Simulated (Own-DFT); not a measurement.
# Response to strain: beta-Si3N4, 112 atoms (N64Si48)

All numbers below are calculated, not measured. The program, named Own-DFT, is a retired in-house plane-wave density functional code that no person has reviewed. Each row is one single-point run on a periodic cell that was not relaxed, without spin or spin-orbit coupling.

Settings of every run: PBE; PseudoDojo norm-conserving scalar-relativistic files; cutoff 42 hartree; 2 x 2 x 4 k mesh centred on Gamma; Fermi-Dirac smearing of 0.1 eV.

Known limits, some of them of some rows only: some atoms lie very close together; forces on such cells moved up to 12 meV/angstrom on a denser k mesh; stress not checked against mesh or cutoff.

Unstrained cell vectors in Å: (15.212, 0.000, 0.000); (-7.606, 13.174, 0.000); (0.000, 0.000, 5.818). The unstrained cell has measured lattice constants (interpolated for alloys), not those of this functional. That, the random moves and any unrelaxed bonds set the pressure at no strain. Each run strains this cell uniformly, with the atoms carried along. Every atom was also moved at random, by a Gaussian of width 0.05 Å on each axis. Strain is the symmetric tensor, in per cent. Stress is positive in tension, and the pressure is minus a third of its trace.

| run | e_xx (%) | e_yy (%) | e_zz (%) | e_yz (%) | e_xz (%) | e_xy (%) | s_xx (GPa) | s_yy (GPa) | s_zz (GPa) | s_yz (GPa) | s_xz (GPa) | s_xy (GPa) | P (GPa) | E (meV/atom) |
|---|---|---|---|---|---|---|---|---|---|---|---|---|---|---|
| 1 | -0.12 | 1.48 | -0.53 | -1.92 | -1.53 | -0.53 | -7.69 | -0.44 | -14.79 | -5.19 | -5.94 | -2.63 | 7.64 | 81.1 |
| 2 | -0.84 | -1.48 | 0.44 | -0.95 | -1.91 | 0.64 | -14.86 | -18.13 | -7.72 | -4.15 | -5.37 | 2.12 | 13.57 | 70.5 |
| 3 | 1.13 | -1.06 | -1.38 | 0.06 | -0.98 | -0.77 | -6.11 | -12.27 | -20.11 | -1.52 | -3.80 | -5.99 | 12.83 | 75.4 |
| 4 | 0.23 | -1.87 | -0.64 | 0.38 | 0.61 | -0.38 | -7.11 | -17.88 | -18.31 | 1.97 | 4.63 | -1.50 | 14.43 | 53.7 |
| 5 | 0.02 | -0.08 | -0.36 | 1.11 | -1.99 | 1.53 | -7.29 | -7.31 | -14.60 | 2.65 | -6.79 | 6.85 | 9.74 | 49.0 |
| 6 | -1.71 | -1.41 | 0.31 | -1.18 | -1.71 | 1.10 | -20.26 | -16.10 | -10.51 | -4.48 | -5.95 | 4.21 | 15.62 | 53.0 |
| 7 | 0.87 | 1.17 | 0.85 | -1.04 | -0.24 | -1.75 | -0.67 | 0.11 | -2.33 | -3.24 | -1.21 | -7.54 | 0.96 | 28.2 |
| 8 | -0.55 | -1.95 | 0.95 | -1.54 | 1.23 | 1.11 | -15.79 | -17.64 | -6.01 | -5.64 | 4.86 | 6.83 | 13.15 | 76.3 |
| 9 | -0.89 | -1.71 | -0.81 | -0.69 | -0.94 | 1.57 | -15.85 | -19.48 | -15.55 | -2.09 | -2.41 | 6.10 | 16.96 | 35.9 |
| 10 | -0.55 | -1.32 | -1.75 | 0.47 | -1.84 | 0.20 | -14.14 | -19.96 | -23.85 | 3.39 | -8.00 | 0.79 | 19.32 | 71.6 |
| 11 | 0.26 | 1.94 | 1.38 | 0.13 | 0.25 | -0.44 | -0.12 | 2.52 | 1.70 | 0.36 | 0.03 | -2.32 | -1.36 | 0.0 |
| 12 | 1.68 | 0.06 | 0.99 | 1.94 | 1.99 | -0.41 | 3.56 | -6.19 | -4.54 | 6.70 | 6.61 | -1.37 | 2.39 | 55.3 |
| 13 | 0.04 | 1.59 | 1.04 | 1.77 | 0.49 | -1.40 | -3.07 | 1.67 | -4.22 | 7.37 | 1.64 | -4.53 | 1.87 | 35.6 |
| 14 | 1.10 | -0.75 | 1.18 | -0.29 | 1.87 | 1.28 | -0.40 | -10.19 | -3.48 | -1.33 | 6.82 | 4.51 | 4.69 | 44.2 |
| 15 | -1.44 | 0.78 | -1.53 | -0.86 | 0.27 | 1.65 | -16.09 | -7.87 | -20.06 | -1.87 | 1.35 | 8.52 | 14.67 | 55.4 |
| 16 | 0.01 | -1.10 | -1.87 | -0.87 | 1.85 | 0.68 | -10.24 | -17.00 | -24.21 | -2.40 | 4.54 | 2.48 | 17.15 | 67.5 |
| 17 | -1.76 | -1.94 | 0.35 | -1.86 | 0.97 | -0.68 | -17.73 | -18.72 | -13.82 | -5.81 | 4.46 | -3.21 | 16.76 | 64.0 |
| 18 | 0.82 | 0.95 | 1.81 | -1.62 | 0.69 | -1.93 | ? | ? | ? | ? | ? | ? | ? | ? |

E is the free energy for each atom above the lowest run shown.

## Worked fit

Each stress component was fitted by least squares to a constant and the strains of the runs shown, as fractions, with shears doubled. Shear strains stay in the fit of a normal stress only where such slopes are resolved. The slopes, in GPa:

```
stress  at no strain  per e_xx  per e_yy  per e_zz  scatter
  s_xx          -7.4  567 ± 44  158 ± 33  102 ± 39     1.65
  s_yy          -8.3  105 ± 35  521 ± 26  114 ± 31     1.32
  s_zz         -10.9   36 ± 44   90 ± 32  660 ± 39     1.63
```

Each shear stress against twice its own strain: yz 178 ± 11, xz 173 ± 11, xy 221 ± 13 GPa. These are stiffnesses along x, y and z of the frame in which the cell vectors are given, which need not be the crystal's axes. The atoms are held to the strained lattice; where symmetry lets them move under strain, relaxing them would lower some slopes. The table should be nearly symmetric about its diagonal, and what it lacks of that shows the noise. A ninth of its sum, 261 ± 6 GPa, estimates the bulk modulus near the mean pressure of these runs, 10.6 GPa, so it lies above the value at zero pressure.

## Withheld run

Question: what normal stresses and pressure should run 18 give?

The fit gives s_xx = 0.6, s_yy = -0.4, s_zz = 2.2 and P = -0.8 GPa. The calculation gave -0.34, -0.05, 0.92 and P = -0.18 GPa.
